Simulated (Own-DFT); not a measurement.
## Calculated data, SiC (2H silicon carbide, atoms displaced), SiC (4H silicon carbide, atoms displaced), GaN (wurtzite, strained, atoms displaced)

A calculation, not a measurement: plane-wave PBE density functional theory by an unreviewed code, no spin, of a simulated periodic cell, stress positive in tension, free energy of the whole cell less one offset for each atom, forces on such cells passed a denser k mesh, this cell's mesh not checked; offsets are fitted by least squares, one for each functional and potential file, so energies compare only between cells with the same atoms and settings and are not formation energies; the far tail of each file's local potential was reset to the Coulomb form; each entry is a single point on an unrelaxed cell, so the pressure reflects the starting lattice, mostly measured values (interpolated for alloys), from which strain is counted, and rises with the displacements; printed positions are rounded, which can move forces by about a meV/angstrom; the program, named Own-DFT, is a retired in-house code; no spin-orbit coupling. Program: Own-DFT development build.

Settings shared by all entries: functional PBE.

(1) SiC (2H silicon carbide, atoms displaced)

```
CELL_PARAMETERS angstrom
6.16540 0.00000 0.00000
-3.08270 5.33940 0.00000
0.00000 0.00000 10.06810
ATOMIC_POSITIONS crystal
Si 0.00211 0.99631 0.00380
Si 0.17960 0.33506 0.25016
C 0.99767 0.99845 0.18711
C 0.16129 0.33536 0.43185
Si 0.99141 0.99648 0.49837
Si 0.17009 0.33414 0.74922
C 0.00572 0.00167 0.68868
C 0.16563 0.33669 0.94000
Si 0.00861 0.51289 0.00042
Si 0.16732 0.83485 0.24703
C 0.00326 0.50380 0.18366
C 0.17136 0.83419 0.43436
Si 0.99532 0.49740 0.49814
Si 0.17244 0.83770 0.74916
C 0.00864 0.50326 0.68655
C 0.16717 0.82839 0.93783
Si 0.50351 0.00197 0.99772
Si 0.66690 0.33468 0.24943
C 0.50498 0.00360 0.18704
C 0.65860 0.33170 0.43223
Si 0.50511 0.99792 0.50335
Si 0.66981 0.33360 0.74546
C 0.49973 0.99910 0.68875
C 0.66706 0.33318 0.93382
Si 0.50143 0.49841 0.99723
Si 0.66981 0.82994 0.24967
C 0.49668 0.50970 0.18599
C 0.66897 0.83365 0.43672
Si 0.50519 0.49837 0.49425
Si 0.67153 0.83695 0.74598
C 0.49488 0.49567 0.69158
C 0.66210 0.83534 0.93926
```

| Property | Result |
| --- | --- |
| potential files | PseudoDojo norm-conserving, scalar-relativistic, standard set |
| wave cutoff | 42 hartree |
| occupations | Fermi-Dirac |
| smearing width | 0.1 eV |
| hardware | one NVIDIA H100 |
| k mesh | 5 x 5 x 3 centred on Gamma |
| free energy of cell above offsets | -4.776 eV |
| pressure | 3.69 GPa |
| stress xx | -2.59 GPa |
| stress yy | -2.87 GPa |
| stress zz | -5.6 GPa |
| stress yz | -0.07 GPa |
| stress xz | 0.93 GPa |
| stress xy | 0.01 GPa |
| wall time | 119.9 s |

Force:
```
element  x (eV/Å)  y (eV/Å)  z (eV/Å)
     Si    -0.842     0.593     -1.27
     Si    -2.291    -0.212    -0.971
      C     0.674     0.334     0.549
      C     0.774    -0.414     1.369
     Si     1.878     0.756    -0.093
     Si    -0.496     -0.18     0.831
      C    -0.465     -0.07    -0.631
      C     0.428    -0.613    -0.406
     Si    -0.299      -2.2    -0.327
     Si     0.564    -0.111     0.189
      C     0.001    -0.331     1.125
      C    -0.569    -0.051     0.815
     Si      0.29     0.731    -0.453
     Si    -0.354    -0.701     0.287
      C    -0.745    -0.248    -0.295
      C    -0.231     1.628    -0.503
     Si    -0.213     0.284     0.486
     Si     0.247     0.236    -1.317
      C    -0.228    -0.126     0.009
      C     1.304    -0.356     1.274
     Si    -1.208    -0.007    -1.228
     Si     0.032     0.425      0.84
      C     0.581     0.379    -0.454
      C     0.325      0.36     0.399
     Si    -0.472     0.344    -0.149
     Si    -0.911     1.177    -0.317
      C      1.84    -1.048    -0.066
      C     -0.31    -0.393     0.163
     Si    -1.735    -0.077     1.267
     Si    -0.012    -0.619      1.35
      C     1.069     0.783    -1.713
      C     1.373    -0.275     -0.76
```

(2) SiC (4H silicon carbide, atoms displaced)

```
CELL_PARAMETERS angstrom
12.33080 0.00000 0.00000
-6.16540 10.67880 0.00000
0.00000 0.00000 10.06810
ATOMIC_POSITIONS crystal
Si 0.00047 0.00339 0.40387
Si 0.08297 0.16555 0.16316
C 0.00271 0.00039 0.09206
C 0.08511 0.16732 0.34266
Si 0.99721 0.25189 0.40476
Si 0.08407 0.41579 0.15471
C 0.00136 0.25361 0.09681
C 0.08288 0.41679 0.34079
Si 0.00370 0.50380 0.40941
Si 0.08277 0.66329 0.15816
C 0.00034 0.50010 0.09148
C 0.08581 0.66669 0.34696
Si 0.00498 0.75448 0.40257
Si 0.08733 0.92078 0.15882
C 0.00097 0.74865 0.09612
C 0.08311 0.91595 0.34638
Si 0.24963 0.99807 0.40811
Si 0.33699 0.17076 0.15462
C 0.24937 0.00037 0.09723
C 0.33227 0.16476 0.33837
Si 0.24786 0.25290 0.40506
Si 0.33648 0.41958 0.15985
C 0.24490 0.24901 0.09296
C 0.33972 0.41968 0.34390
Si 0.24896 0.49713 0.40463
Si 0.33394 0.66832 0.15785
C 0.24600 0.49884 0.09284
C 0.33287 0.66874 0.34530
Si 0.24528 0.74638 0.40916
Si 0.33637 0.91937 0.15855
C 0.25572 0.74900 0.09485
C 0.33248 0.91448 0.34744
Si 0.49773 0.99871 0.40958
Si 0.58279 0.16478 0.15440
C 0.50004 0.99599 0.09498
C 0.57470 0.15929 0.34511
Si 0.49708 0.24872 0.40781
Si 0.58651 0.41512 0.15796
C 0.49902 0.25326 0.09234
C 0.58538 0.41808 0.34250
Si 0.49643 0.49581 0.40930
Si 0.58070 0.66577 0.15362
C 0.49453 0.49896 0.09577
C 0.58255 0.66798 0.34542
Si 0.50222 0.75379 0.40736
Si 0.58631 0.91644 0.15629
C 0.50251 0.75336 0.09288
C 0.58107 0.91146 0.33546
Si 0.74777 0.99486 0.40047
Si 0.83213 0.16520 0.15319
C 0.75409 0.00212 0.09034
C 0.83548 0.16758 0.33855
Si 0.75075 0.24729 0.40910
Si 0.84232 0.42411 0.15390
C 0.74676 0.24970 0.09195
C 0.83228 0.41886 0.34776
Si 0.74903 0.49773 0.40530
Si 0.83549 0.66939 0.15721
C 0.74953 0.49983 0.09275
C 0.83564 0.66448 0.34878
Si 0.75282 0.75168 0.40730
Si 0.83336 0.91818 0.15479
C 0.75242 0.74828 0.09281
C 0.83329 0.91543 0.33723
Si 0.00143 0.00069 0.90863
Si 0.91872 0.83154 0.66192
C 0.00614 0.00316 0.59474
C 0.91578 0.83342 0.84532
Si 0.99560 0.74448 0.90765
Si 0.91805 0.58384 0.65437
C 0.99938 0.74921 0.58939
C 0.91884 0.58721 0.84508
Si 0.00479 0.50479 0.90591
Si 0.91719 0.33051 0.65892
C 0.99676 0.49806 0.59710
C 0.91697 0.33627 0.84531
Si 0.99790 0.25110 0.90651
Si 0.92241 0.08265 0.65488
C 0.99992 0.24817 0.59581
C 0.91765 0.08157 0.84591
Si 0.75214 0.00063 0.90759
Si 0.66480 0.83547 0.65383
C 0.74867 0.00025 0.60010
C 0.66713 0.83426 0.84676
Si 0.74902 0.74957 0.90326
Si 0.66225 0.57812 0.65587
C 0.75123 0.75109 0.59162
C 0.66358 0.58477 0.84524
Si 0.74873 0.50244 0.91172
Si 0.67014 0.33298 0.65199
C 0.74601 0.50176 0.58850
C 0.66923 0.33498 0.84197
Si 0.74696 0.24406 0.90994
Si 0.66782 0.08475 0.65587
C 0.74778 0.24936 0.59530
C 0.66801 0.08854 0.84225
Si 0.50259 0.99851 0.90858
Si 0.41718 0.83743 0.65487
C 0.49840 0.00140 0.59239
C 0.41690 0.83360 0.84391
Si 0.50193 0.75144 0.91110
Si 0.41943 0.58651 0.65877
C 0.50042 0.74832 0.59490
C 0.41865 0.58248 0.84659
Si 0.49503 0.49801 0.90733
Si 0.41634 0.33082 0.66040
C 0.49841 0.49826 0.59488
C 0.41913 0.33892 0.84354
Si 0.50081 0.25082 0.90661
Si 0.41416 0.08512 0.65141
C 0.49330 0.24692 0.58827
C 0.41388 0.08312 0.84048
Si 0.25138 0.00505 0.90273
Si 0.16659 0.83435 0.65741
C 0.25145 0.00582 0.59261
C 0.17228 0.83679 0.84459
Si 0.24537 0.74907 0.91026
Si 0.16846 0.58322 0.65321
C 0.25347 0.75250 0.58984
C 0.16610 0.57540 0.84471
Si 0.25140 0.49848 0.90654
Si 0.16397 0.33684 0.65391
C 0.24913 0.50327 0.59350
C 0.16709 0.33242 0.83915
Si 0.25235 0.25199 0.90559
Si 0.16152 0.07971 0.65822
C 0.24553 0.25041 0.58960
C 0.16961 0.08464 0.84206
```

| Property | Result |
| --- | --- |
| potential files | PseudoDojo norm-conserving, scalar-relativistic, standard set |
| wave cutoff | 42 hartree |
| occupations | Fermi-Dirac |
| smearing width | 0.1 eV |
| hardware | one NVIDIA H200 |
| k mesh | 3 x 3 x 3 centred on Gamma |
| free energy of cell above offsets | -18.962 eV |
| pressure | 3.76 GPa |
| stress xx | -2.91 GPa |
| stress yy | -3.02 GPa |
| stress zz | -5.35 GPa |
| stress yz | -0.08 GPa |
| stress xz | 0.04 GPa |
| stress xy | -0.14 GPa |
| wall time | 529 s |

Force:
```
element  x (eV/Å)  y (eV/Å)  z (eV/Å)
     Si     0.517    -0.831     0.511
     Si    -0.311     0.347    -2.235
      C    -0.542     0.056     0.988
      C    -1.103     0.333     1.051
     Si     0.942    -0.373     0.162
     Si    -0.496     0.417     0.082
      C     0.026    -1.294    -0.639
      C     0.005     0.146     0.796
     Si    -0.784    -1.072    -0.144
     Si     0.573     1.038    -0.144
      C      0.93      0.39     0.187
      C    -0.871      -0.1    -0.595
     Si    -0.731    -1.431     0.659
     Si    -0.272    -1.033    -0.315
      C     0.193     0.469    -0.074
      C    -0.187     0.986    -0.441
     Si    -0.093     0.799    -0.684
     Si    -1.164    -0.761    -0.019
      C     0.906       0.6    -1.112
      C    -0.513     0.524     1.248
     Si     1.617    -0.626    -0.034
     Si    -1.375    -1.028    -0.871
      C     1.128      0.66     0.317
      C    -1.888    -0.936     0.193
     Si     0.189     1.211     0.074
     Si     0.747     -0.62     0.061
      C     1.315     0.568     0.491
      C     0.394    -0.651     0.107
     Si     1.387     1.042    -0.909
     Si    -0.482    -0.856     0.002
      C    -2.109     0.594     0.162
      C    -0.233    -0.161    -0.203
     Si     0.331    -0.629    -1.073
     Si    -0.638     0.104     0.617
      C     0.068     0.999    -0.256
      C     1.252     1.552    -0.196
     Si     -0.07     0.046    -1.438
     Si    -1.266     0.743    -0.261
      C     1.138    -0.687     -0.08
      C    -0.412    -0.744     0.564
     Si     1.405     1.713    -0.286
     Si     0.819     0.271     0.845
      C     1.778     0.189    -0.564
      C     0.467    -0.444    -0.106
     Si    -0.166    -1.621    -0.249
     Si    -0.232     0.086    -1.064
      C    -0.114     -0.71     0.528
      C    -0.151     1.552     2.233
     Si    -0.252     0.931     0.908
     Si    -0.031     1.081    -0.051
      C    -0.684    -0.367     0.713
      C    -0.681    -0.902     1.024
     Si    -1.009     0.274    -1.098
     Si    -1.897    -1.863     0.841
      C      0.89     0.336     0.944
      C     1.503     -0.75    -0.825
     Si    -0.378     0.822    -0.018
     Si     0.067    -0.698     0.618
      C     0.538     0.524      0.87
      C    -0.403     0.738    -1.047
     Si    -0.172    -0.959    -0.523
     Si     0.962    -0.752    -0.948
      C    -1.113     0.544     -0.14
      C     0.253     0.521      1.41
     Si     0.308     0.047    -0.493
     Si    -0.753     0.209    -1.516
      C    -1.601     -1.78    -0.824
      C     0.593    -0.035     0.425
     Si     0.686     2.308      0.22
     Si    -1.112     -0.01     0.208
      C     0.606     0.392     0.851
      C    -0.161    -1.405    -0.473
     Si    -0.695    -1.072    -0.398
     Si    -0.724     0.328     0.008
      C     1.035     0.084    -0.509
      C    -0.132    -0.612     0.353
     Si     0.976     0.042     0.055
     Si    -1.296    -0.206      0.82
      C    -0.719     0.236    -1.019
      C    -0.147     0.619    -0.304
     Si    -0.376         0    -1.153
     Si     1.106    -0.764     1.009
      C       0.8     0.402     -1.94
      C    -0.177     0.105    -0.516
     Si    -0.075     0.169     0.629
     Si    -0.054     1.423     0.106
      C    -0.174     0.061     1.016
      C     0.508    -0.658    -0.118
     Si       0.3    -0.437    -1.769
     Si    -1.919     0.545      0.74
      C     1.488    -0.798      1.14
      C    -0.269    -0.149     0.379
     Si    -0.241     2.495    -0.987
     Si    -0.667    -0.216     0.181
      C     1.384    -0.169     -0.57
      C     0.611     -1.96     0.389
     Si    -1.152     0.233    -0.834
     Si     0.567    -0.822     0.571
      C     0.671     0.159     0.493
      C    -0.082    -0.323     0.161
     Si    -0.402    -0.195    -1.355
     Si    -0.279    -0.983    -0.167
      C    -0.767     1.166    -0.304
      C    -0.977     0.745    -0.197
     Si     1.067     0.917     0.487
     Si    -1.234     0.315    -1.363
      C    -0.341    -0.232     0.122
      C     0.254    -1.657       0.5
     Si     0.138     0.186    -0.835
     Si     0.531    -0.224     0.871
      C     1.304     0.938     1.347
      C     1.119     0.535     0.562
     Si     0.579    -1.133     1.146
     Si     0.344     0.106    -0.468
      C    -0.333    -1.477     0.246
      C     -1.61    -0.647     0.128
     Si     1.758    -0.199     -0.82
     Si    -0.929      0.55     0.927
      C    -0.885     -0.45     1.396
      C    -0.497     2.106    -0.476
     Si     0.086    -0.359    -0.078
     Si      1.36    -0.362      0.17
      C     1.001     -0.52     -0.52
      C    -0.315     0.061      0.93
     Si    -0.676    -0.156    -0.117
     Si     1.501     2.107    -0.596
      C      0.55     0.054     1.061
      C    -0.978     0.064     0.508
```

(3) GaN (wurtzite, strained, atoms displaced)

```
CELL_PARAMETERS angstrom
12.75600 0.00000 0.00000
-4.78350 8.28530 0.00000
0.00000 0.00000 10.65520
ATOMIC_POSITIONS crystal
Ga 0.07785 0.22393 0.01314
Ga 0.16491 0.11438 0.24644
N 0.08052 0.22471 0.19325
N 0.16983 0.10218 0.43012
Ga 0.08269 0.22807 0.50671
Ga 0.16500 0.10742 0.73944
N 0.07611 0.23407 0.68228
N 0.16453 0.11251 0.94885
Ga 0.08194 0.55724 0.00140
Ga 0.16866 0.44529 0.25179
N 0.08600 0.55135 0.18893
N 0.16757 0.44235 0.44199
Ga 0.07801 0.55934 0.49981
Ga 0.17026 0.45261 0.74640
N 0.09306 0.56511 0.69334
N 0.16349 0.43901 0.93723
Ga 0.08582 0.88407 0.00081
Ga 0.16765 0.78322 0.24096
N 0.08591 0.89550 0.18999
N 0.16433 0.77959 0.43172
Ga 0.08492 0.87988 0.49662
Ga 0.17496 0.78324 0.75054
N 0.07879 0.88623 0.69080
N 0.16788 0.77840 0.93933
Ga 0.34183 0.22332 0.00529
Ga 0.42052 0.11791 0.25775
N 0.33398 0.21780 0.18172
N 0.41727 0.11687 0.44147
Ga 0.32638 0.22496 0.49875
Ga 0.41586 0.11111 0.75183
N 0.34382 0.23046 0.69184
N 0.41581 0.10550 0.93593
Ga 0.34442 0.56477 0.99881
Ga 0.42209 0.44819 0.25082
N 0.33490 0.55767 0.18418
N 0.42346 0.44493 0.44132
Ga 0.33181 0.55201 0.49979
Ga 0.41201 0.43423 0.74786
N 0.32383 0.55096 0.69223
N 0.41412 0.44017 0.93343
Ga 0.32736 0.89024 0.00281
Ga 0.42130 0.78546 0.24777
N 0.33816 0.89432 0.18199
N 0.41792 0.77745 0.42887
Ga 0.33523 0.89454 0.50455
Ga 0.41577 0.76152 0.74868
N 0.34126 0.89720 0.68678
N 0.41194 0.77147 0.93643
Ga 0.57785 0.22486 0.99646
Ga 0.66765 0.11221 0.25213
N 0.58257 0.22640 0.18792
N 0.67439 0.11558 0.43616
Ga 0.58443 0.21352 0.49789
Ga 0.66515 0.11378 0.75245
N 0.58413 0.21341 0.68475
N 0.66583 0.11100 0.94413
Ga 0.58332 0.55795 0.00347
Ga 0.66852 0.44692 0.25231
N 0.58935 0.56286 0.18389
N 0.66175 0.44488 0.44263
Ga 0.58290 0.55815 0.50465
Ga 0.67218 0.45432 0.74660
N 0.57566 0.54430 0.68907
N 0.66970 0.45467 0.93878
Ga 0.58215 0.89193 0.00621
Ga 0.66776 0.78107 0.24810
N 0.58056 0.89192 0.18511
N 0.67047 0.78190 0.44762
Ga 0.58110 0.88041 0.50398
Ga 0.66625 0.77896 0.74956
N 0.58853 0.89916 0.69210
N 0.66554 0.77694 0.93993
Ga 0.82346 0.21156 0.01045
Ga 0.92017 0.11730 0.24176
N 0.83383 0.21455 0.18214
N 0.91996 0.11814 0.44467
Ga 0.83833 0.23192 0.49591
Ga 0.91362 0.10727 0.75086
N 0.83263 0.22109 0.68948
N 0.91536 0.10654 0.93651
Ga 0.83144 0.55269 0.99613
Ga 0.91632 0.44532 0.23927
N 0.82470 0.55608 0.19286
N 0.91013 0.44848 0.42676
Ga 0.83068 0.54115 0.50561
Ga 0.91773 0.44258 0.75984
N 0.82792 0.54600 0.68463
N 0.91896 0.45237 0.94454
Ga 0.83823 0.89967 0.00150
Ga 0.91962 0.78603 0.26010
N 0.82061 0.87594 0.18878
N 0.91285 0.77478 0.43748
Ga 0.84171 0.88927 0.50470
Ga 0.91803 0.77956 0.75806
N 0.83577 0.88350 0.69270
N 0.92480 0.78800 0.93654
```

| Property | Result |
| --- | --- |
| potential files | PseudoDojo norm-conserving, scalar-relativistic, standard set with the stringent files for Ga |
| wave cutoff | 96 hartree |
| occupations | Gaussian |
| smearing width | 0.01 eV |
| k mesh | 3 x 4 x 3 centred on Gamma |
| free energy of cell above offsets | -5.071 eV |
| pressure | 1.96 GPa |
| stress xx | -4.9 GPa |
| stress yy | -4.05 GPa |
| stress zz | 3.05 GPa |
| stress yz | 0.07 GPa |
| stress xz | 0.29 GPa |
| stress xy | -0.53 GPa |

Force:
```
element  x (eV/Å)  y (eV/Å)  z (eV/Å)
     Ga     1.257     0.183    -2.267
     Ga     1.027     0.172     0.151
      N     0.881     0.195    -0.159
      N    -1.517     0.659     0.918
     Ga     0.462    -0.907    -1.263
     Ga    -0.512      1.27     1.833
      N     1.789    -1.086     1.169
      N     0.606    -0.024    -0.951
     Ga      1.54    -0.484    -0.143
     Ga     0.503     0.544     0.417
      N     -0.95     0.815    -0.327
      N    -0.673     0.746    -0.788
     Ga     0.861    -0.225    -0.029
     Ga    -1.462    -1.996     2.159
      N    -2.097     -0.31    -1.148
      N    -0.011     0.839     0.256
     Ga     -0.85     1.571     0.126
     Ga     0.736    -0.378     0.925
      N    -0.638     -0.91    -0.508
      N     1.672    -0.742     0.039
     Ga    -1.704     0.904     0.644
     Ga    -0.629     0.289     0.245
      N     1.279    -0.054    -1.083
      N    -0.073     -0.34     -0.49
     Ga    -1.919    -0.178     -1.32
     Ga    -0.286    -0.544     -0.53
      N     -0.21     0.892     1.805
      N     0.047    -0.552    -0.209
     Ga     1.695    -0.113      0.42
     Ga     1.276     0.381    -0.156
      N    -1.907    -2.723    -1.707
      N    -0.232     0.414    -0.223
     Ga    -1.372    -2.234     0.283
     Ga    -0.278    -0.178    -0.298
      N      0.33    -0.097     0.694
      N    -1.792     0.018    -0.751
     Ga     0.257     0.608    -0.137
     Ga    -0.353     2.176     1.384
      N     3.055      0.17    -1.944
      N     0.785      0.36     0.491
     Ga     1.648    -0.337     -0.44
     Ga    -0.827    -1.018    -0.143
      N    -0.615    -0.026     1.064
      N    -0.368     0.067     1.607
     Ga     0.093    -0.423    -0.981
     Ga    -0.255      2.53     0.821
      N    -0.203    -1.304      0.15
      N     0.161     1.824    -0.337
     Ga     1.143     0.309     0.633
     Ga    -0.402     0.142    -0.127
      N     0.531    -0.199    -0.143
      N    -0.571    -0.979    -0.186
     Ga    -0.606     1.072     0.552
     Ga     0.757     0.275     0.597
      N    -1.174     1.346     0.356
      N    -0.876     0.238    -0.804
     Ga    -0.219     0.122    -0.853
     Ga    -1.092    -0.378     0.853
      N    -0.798    -0.778     0.949
      N     0.942    -0.458    -0.441
     Ga     0.914     0.061      0.15
     Ga    -1.114    -1.932      0.65
      N     0.198     1.663    -0.063
      N    -0.235    -1.226    -0.814
     Ga    -0.013    -0.719    -1.359
     Ga    -1.557    -0.684     1.407
      N     1.057     0.254     0.733
      N     0.182    -0.294    -1.074
     Ga     0.001     1.279    -0.141
     Ga     0.137    -0.481      0.58
      N    -0.297    -2.029    -0.658
      N    -0.019     0.702    -0.271
     Ga     1.049     0.951    -2.507
     Ga    -0.585    -2.011     2.242
      N    -0.962     1.012      1.65
      N     0.069    -0.722     -1.32
     Ga      0.14    -0.767     0.915
     Ga    -0.024     0.329      0.05
      N    -0.001     0.523    -0.083
      N    -0.718     1.561     0.395
     Ga    -0.485     1.517     1.283
     Ga    -0.584     0.304     0.454
      N     2.547      0.85     -1.26
      N     2.039    -0.433      0.34
     Ga    -1.992     1.378    -0.789
     Ga     0.186     0.045    -0.707
      N     1.691     1.361     0.875
      N    -0.054    -1.508    -0.352
     Ga    -0.159    -2.333     0.132
     Ga    -0.414    -0.974    -1.409
      N     2.731     2.658    -0.559
      N     1.212    -0.325     0.896
     Ga    -1.363     0.601     0.188
     Ga     0.086    -0.762    -0.609
      N    -0.683     0.299    -0.488
      N    -0.845    -1.306     0.869
```
